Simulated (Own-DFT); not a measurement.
SiGe3 (diamond lattice with Si and Ge gathered in clusters, atoms displaced) (calculated)

A calculation, not a measurement: plane-wave density functional theory by an unreviewed code, no spin, of a simulated periodic cell, stress positive in tension, run twice, with PBE and with PBEsol, both on files made for PBE, so the change isn't that of files made for PBEsol; forces on such cells passed a denser k mesh, this cell's mesh not checked; the far tail of each file's local potential was reset to the Coulomb form; each entry is a single point on an unrelaxed cell, so the pressure reflects the starting lattice, mostly measured values (interpolated for alloys), from which strain is counted, and rises with the displacements; printed positions are rounded, which can move forces by about a meV/angstrom; the program, named Own-DFT, is a retired in-house code; no spin-orbit coupling; stress was not checked against mesh or cutoff. Program: Own-DFT development build.

### SiGe3 (diamond lattice with Si and Ge gathered in clusters, atoms displaced)

```
CELL_PARAMETERS angstrom
11.20250 0.00000 0.00000
0.00000 11.20250 0.00000
0.00000 0.00000 11.20250
ATOMIC_POSITIONS crystal
Si 0.99590 0.99942 0.00358
Ge 0.00099 0.25742 0.25646
Ge 0.25645 0.00473 0.24101
Ge 0.24938 0.24782 0.99406
Si 0.12305 0.12371 0.12444
Ge 0.12946 0.37352 0.37160
Ge 0.37747 0.13232 0.37277
Ge 0.37444 0.37972 0.10640
Si 0.00284 0.00537 0.49463
Ge 0.01116 0.25054 0.75538
Si 0.25315 0.99776 0.75172
Ge 0.25026 0.25405 0.50612
Ge 0.12830 0.12389 0.62039
Ge 0.13010 0.37568 0.87507
Ge 0.37774 0.12762 0.88352
Ge 0.37610 0.37553 0.62511
Si 0.99322 0.50705 0.00557
Si 0.99904 0.74743 0.24310
Ge 0.24678 0.49816 0.25402
Si 0.24639 0.75597 0.99306
Ge 0.12662 0.62722 0.12563
Ge 0.12567 0.88118 0.37625
Ge 0.37470 0.62644 0.37971
Ge 0.37387 0.88526 0.12630
Ge 0.99365 0.49535 0.50384
Si 0.99515 0.73597 0.74561
Ge 0.24913 0.50873 0.74650
Ge 0.25230 0.74315 0.49142
Ge 0.13459 0.61784 0.62680
Si 0.11557 0.86692 0.88485
Ge 0.37177 0.62848 0.88110
Ge 0.38124 0.86875 0.62024
Si 0.49617 0.99362 0.00060
Ge 0.48774 0.24198 0.24732
Si 0.74940 0.99531 0.25905
Si 0.75076 0.24980 0.99803
Ge 0.62834 0.12389 0.12708
Ge 0.62528 0.36868 0.37355
Ge 0.87358 0.13536 0.38469
Ge 0.87433 0.37817 0.12376
Ge 0.50104 0.00424 0.49749
Ge 0.49716 0.25898 0.75321
Si 0.75798 0.99116 0.75347
Ge 0.74656 0.24510 0.49621
Ge 0.63205 0.13215 0.62703
Ge 0.62518 0.38125 0.87886
Si 0.87157 0.11946 0.87195
Ge 0.87331 0.37576 0.63137
Ge 0.50150 0.49131 0.00242
Ge 0.50081 0.74377 0.24695
Ge 0.75385 0.49777 0.25143
Si 0.75162 0.73792 0.99427
Ge 0.62723 0.62153 0.12045
Ge 0.62859 0.87235 0.37713
Ge 0.87032 0.61576 0.37447
Si 0.86842 0.86788 0.11655
Ge 0.50768 0.49979 0.49753
Ge 0.49892 0.74703 0.74810
Ge 0.75244 0.49578 0.75015
Ge 0.75148 0.74715 0.50374
Ge 0.62110 0.62677 0.62958
Ge 0.62191 0.87668 0.87805
Ge 0.87214 0.61882 0.87784
Ge 0.87532 0.86991 0.62333
```

* functional: PBE, then PBEsol
* potential files: PseudoDojo norm-conserving, scalar-relativistic, standard set
* wave cutoff: 42 hartree
* occupations: Fermi-Dirac
* smearing width: 0.1 eV
* k mesh: 3 x 3 x 3 centred on Gamma
* PBE pressure: 3.93 GPa
* PBE stress xx: -4.08 GPa
* PBE stress yy: -3.8 GPa
* PBE stress zz: -3.92 GPa
* PBE stress yz: 0.07 GPa
* PBE stress xz: 0.81 GPa
* PBE stress xy: 0.36 GPa
* PBEsol pressure: 1.21 GPa
* PBEsol stress xx: -1.35 GPa
* PBEsol stress yy: -1.09 GPa
* PBEsol stress zz: -1.19 GPa
* PBEsol stress yz: 0.06 GPa
* PBEsol stress xz: 0.77 GPa
* PBEsol stress xy: 0.35 GPa
* rms change of force components from PBE to PBEsol: 0.048 eV/Å

Force:
```tsv
force element	PBE force x (eV/Å)	PBE force y (eV/Å)	PBE force z (eV/Å)	PBEsol force x (eV/Å)	PBEsol force y (eV/Å)	PBEsol force z (eV/Å)
Si	-0.189	-0.132	-0.175	-0.183	-0.121	-0.168
Ge	-0.165	-1.15	-1.286	-0.181	-1.074	-1.202
Ge	-1.413	0.828	1.459	-1.315	0.766	1.442
Ge	-0.821	-0.155	1.037	-0.742	-0.104	0.96
Si	-0.46	0.348	-0.069	-0.4	0.382	-0.025
Ge	-0.494	0.254	1.457	-0.485	0.245	1.408
Ge	-1.446	-1.231	1.324	-1.388	-1.191	1.267
Ge	-1.436	-1.408	2.838	-1.385	-1.376	2.743
Si	-0.508	-0.323	0.837	-0.494	-0.306	0.818
Ge	-1.44	-0.786	-0.444	-1.359	-0.722	-0.464
Si	-0.382	-0.571	0.316	-0.342	-0.529	0.282
Ge	0.185	-0.305	-0.91	0.178	-0.296	-0.887
Ge	-0.051	-0.736	0.86	-0.038	-0.628	0.834
Ge	-0.701	1.416	0.498	-0.65	1.33	0.445
Ge	0.281	-1.191	-1.361	0.257	-1.074	-1.315
Ge	0.067	1.008	-0.026	0.063	0.974	-0.021
Si	1.288	-0.832	-0.311	1.258	-0.813	-0.298
Si	-0.597	0.676	0.686	-0.544	0.618	0.702
Ge	1.132	0.501	-1.142	1.084	0.487	-1.105
Si	0.304	-0.104	1.406	0.365	-0.161	1.43
Ge	0.02	0.175	-0.427	0.052	0.131	-0.38
Ge	-0.234	-0.618	-1.139	-0.16	-0.613	-1.113
Ge	0.924	-1.273	-1.323	0.888	-1.228	-1.279
Ge	0.429	-2.306	-0.972	0.396	-2.228	-0.871
Ge	1.093	0.178	-0.335	1.052	0.166	-0.325
Si	0.822	0.964	0.66	0.772	0.903	0.61
Ge	1.462	-1.762	1.545	1.413	-1.712	1.486
Ge	-0.979	1.452	1.364	-0.925	1.395	1.325
Ge	-2.232	1.511	-1.506	-2.123	1.424	-1.477
Si	-0.251	0.866	-1.792	-0.273	0.861	-1.78
Ge	0.376	-0.185	-0.192	0.4	-0.217	-0.24
Ge	-1.048	0.846	0.14	-0.978	0.786	0.111
Si	0.949	1.214	0.179	0.922	1.192	0.179
Ge	1.643	1.997	-1.544	1.6	1.918	-1.484
Si	0.903	0.342	-1.147	0.845	0.367	-1.084
Si	0.122	-0.359	-0.086	0.077	-0.305	-0.043
Ge	-0.112	-0.663	-0.183	-0.157	-0.616	-0.143
Ge	-0.491	0.1	-0.879	-0.467	0.105	-0.836
Ge	0.915	-1.968	-1.683	0.87	-1.832	-1.622
Ge	0.21	-0.63	-0.406	0.196	-0.595	-0.311
Ge	0.413	-0.057	0.318	0.402	-0.067	0.3
Ge	0.631	-0.906	0.224	0.61	-0.865	0.216
Si	-0.839	0.745	-0.28	-0.871	0.67	-0.329
Ge	0.059	1.737	1.303	0.054	1.676	1.258
Ge	-0.736	-1.413	1.103	-0.734	-1.332	1.017
Ge	0.706	-1.207	-0.456	0.641	-1.131	-0.473
Si	0.731	0.48	0.582	0.76	0.521	0.539
Ge	0.367	-1.501	-0.503	0.36	-1.432	-0.49
Ge	0.517	2.348	-0.881	0.501	2.264	-0.857
Ge	-0.085	0.847	0.022	-0.08	0.82	0.033
Ge	-1.272	-0.468	-0.454	-1.223	-0.458	-0.437
Si	-0.684	1.558	0.4	-0.712	1.471	0.347
Ge	0.137	-0.101	0.353	0.093	-0.142	0.38
Ge	-0.536	-0.082	-0.111	-0.555	-0.111	-0.062
Ge	1.217	1.577	0.164	1.145	1.489	0.189
Si	0.254	0.366	1.002	0.236	0.362	0.984
Ge	-0.513	-0.178	0.285	-0.504	-0.171	0.285
Ge	-0.114	0.449	1.001	-0.109	0.43	0.952
Ge	-0.866	0.763	0.203	-0.839	0.736	0.205
Ge	-0.367	-0.365	-0.456	-0.366	-0.352	-0.44
Ge	0.958	-0.653	-0.272	0.929	-0.629	-0.269
Ge	0.62	-0.658	-0.232	0.572	-0.682	-0.261
Ge	0.602	0.15	-0.75	0.546	0.102	-0.778
Ge	1.123	0.583	0.168	1.046	0.52	0.12
```
